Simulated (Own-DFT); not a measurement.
# Response to strain: fcc Cu, 16 atoms (Cu16)

These are calculations, not measurements. They come from Own-DFT, an in-house plane-wave density functional program, since retired, whose code no person has reviewed. Each row is one single-point run on a periodic cell that was not relaxed, without spin or spin-orbit coupling.

Settings of every run: PBE; PseudoDojo norm-conserving scalar-relativistic files; cutoff 50 hartree; 7 x 7 x 5 k mesh centred on Gamma; cold (Marzari-Vanderbilt) smearing of 0.2 eV.

Known limits: forces on such cells failed a check on a denser k mesh; stress not checked against mesh or cutoff.

Unstrained cell vectors in Å: (3.615, 3.615, 0.000); (-3.615, 3.615, 0.000); (0.000, 0.000, 7.230). The unstrained cell has measured lattice constants (interpolated for alloys), not those of this functional. That, the random moves and any unrelaxed bonds set the pressure at no strain. Each run strains this cell uniformly, with the atoms carried along. Every atom was also moved at random, by a Gaussian of width 0.05 Å on each axis. Strain is the symmetric tensor, in per cent. Stress is positive in tension, and the pressure is minus a third of its trace.

| run | e_xx (%) | e_yy (%) | e_zz (%) | e_yz (%) | e_xz (%) | e_xy (%) | s_xx (GPa) | s_yy (GPa) | s_zz (GPa) | s_yz (GPa) | s_xz (GPa) | s_xy (GPa) | P (GPa) | E (meV/atom) |
|---|---|---|---|---|---|---|---|---|---|---|---|---|---|---|
| 1 | -1.50 | 1.01 | 0.01 | -1.25 | -0.02 | 0.37 | -4.35 | -2.59 | -3.24 | -2.15 | -0.15 | 0.44 | 3.40 | 0.0 |
| 2 | -0.77 | -1.72 | 1.65 | 0.81 | -1.05 | 0.65 | -4.63 | -4.89 | -3.14 | 1.27 | -1.80 | 1.18 | 4.22 | 6.5 |
| 3 | 1.70 | -0.93 | -0.62 | -0.89 | 0.63 | 1.77 | -1.76 | -4.22 | -3.33 | -1.77 | 0.80 | 2.69 | 3.11 | 13.7 |
| 4 | -0.24 | 1.92 | 0.46 | -0.09 | -0.67 | -0.50 | -0.73 | 0.99 | 0.43 | -0.13 | -1.19 | -0.83 | -0.23 | 2.2 |
| 5 | 1.87 | 1.62 | -1.38 | 1.42 | 1.62 | 0.95 | 0.54 | 0.50 | -0.56 | 2.50 | 2.97 | 1.34 | -0.16 | 1.2 |
| 6 | 0.35 | -0.42 | -0.73 | -0.86 | 1.72 | -1.18 | -4.07 | -4.32 | -4.22 | -1.53 | 3.20 | -2.17 | 4.20 | 7.7 |
| 7 | -0.63 | 0.27 | 0.26 | 1.87 | -0.82 | -1.24 | -3.19 | -2.96 | -3.04 | 3.38 | -1.66 | -2.20 | 3.06 | 5.1 |
| 8 | 1.78 | -1.16 | 0.60 | -1.87 | -1.01 | -1.14 | -0.25 | -2.59 | -1.29 | -3.54 | -1.24 | -2.07 | 1.38 | 8.9 |
| 9 | -0.06 | -1.47 | -1.92 | 0.00 | 1.51 | -1.19 | -8.40 | -9.46 | -9.45 | 0.34 | 3.21 | -2.07 | 9.11 | 24.2 |
| 10 | -1.40 | -2.00 | 0.93 | -1.63 | -0.94 | 1.04 | -8.19 | -8.91 | -6.80 | -3.18 | -1.76 | 2.31 | 7.97 | 32.5 |
| 11 | -0.64 | -0.82 | 0.44 | -0.97 | 1.94 | 1.43 | -5.00 | -4.88 | -4.23 | -1.72 | 3.61 | 2.38 | 4.70 | 10.8 |
| 12 | 1.61 | -0.35 | 1.35 | 1.84 | -1.88 | 1.45 | 0.88 | -0.19 | 0.64 | 3.07 | -2.74 | 2.15 | -0.44 | 11.7 |
| 13 | 0.94 | 0.04 | -0.46 | -0.34 | -0.41 | 1.57 | -1.66 | -2.55 | -1.89 | -0.41 | -0.81 | 2.44 | 2.03 | 1.3 |
| 14 | 1.13 | 1.06 | -0.88 | -0.22 | -1.46 | 0.32 | -1.02 | -0.80 | -1.18 | -0.39 | -2.65 | 1.00 | 1.00 | 2.6 |
| 15 | -0.42 | 0.62 | -0.24 | -0.23 | 1.94 | 0.64 | -3.75 | -1.91 | -3.07 | -0.23 | 3.97 | 0.99 | 2.91 | 4.7 |
| 16 | -0.16 | -1.88 | -0.93 | 1.26 | 1.55 | 1.16 | ? | ? | ? | ? | ? | ? | ? | ? |

E is the free energy for each atom above the lowest run shown.

## Worked fit

Each stress component was fitted by least squares to a constant and the strains of the runs shown, as fractions, with shears doubled. Shear strains stay in the fit of a normal stress only where such slopes are resolved. The slopes, in GPa:

```
stress  at no strain  per e_xx  per e_yy  per e_zz  scatter
  s_xx          -3.3  197 ± 10   140 ± 9  140 ± 12     0.41
  s_yy          -3.2  120 ± 11  223 ± 11  146 ± 14     0.48
  s_zz          -3.0   136 ± 9   162 ± 9  188 ± 11     0.39
```

Each shear stress against twice its own strain: yz 90 ± 2, xz 94 ± 4, xy 86 ± 3 GPa. These are stiffnesses along x, y and z of the frame in which the cell vectors are given, which need not be the crystal's axes. The atoms are held to the strained lattice; where symmetry lets them move under strain, relaxing them would lower some slopes. The table should be nearly symmetric about its diagonal, and what it lacks of that shows the noise. A ninth of its sum, 161 ± 6 GPa, estimates the bulk modulus near the mean pressure of these runs, 3.1 GPa, so it lies above the value at zero pressure.

## Withheld run

Question: what normal stresses and pressure should run 16 give?

The fit gives s_xx = -7.5, s_yy = -8.9, s_zz = -8.0 and P = 8.1 GPa. The calculation gave -7.93, -9.03, -8.14 and P = 8.36 GPa.
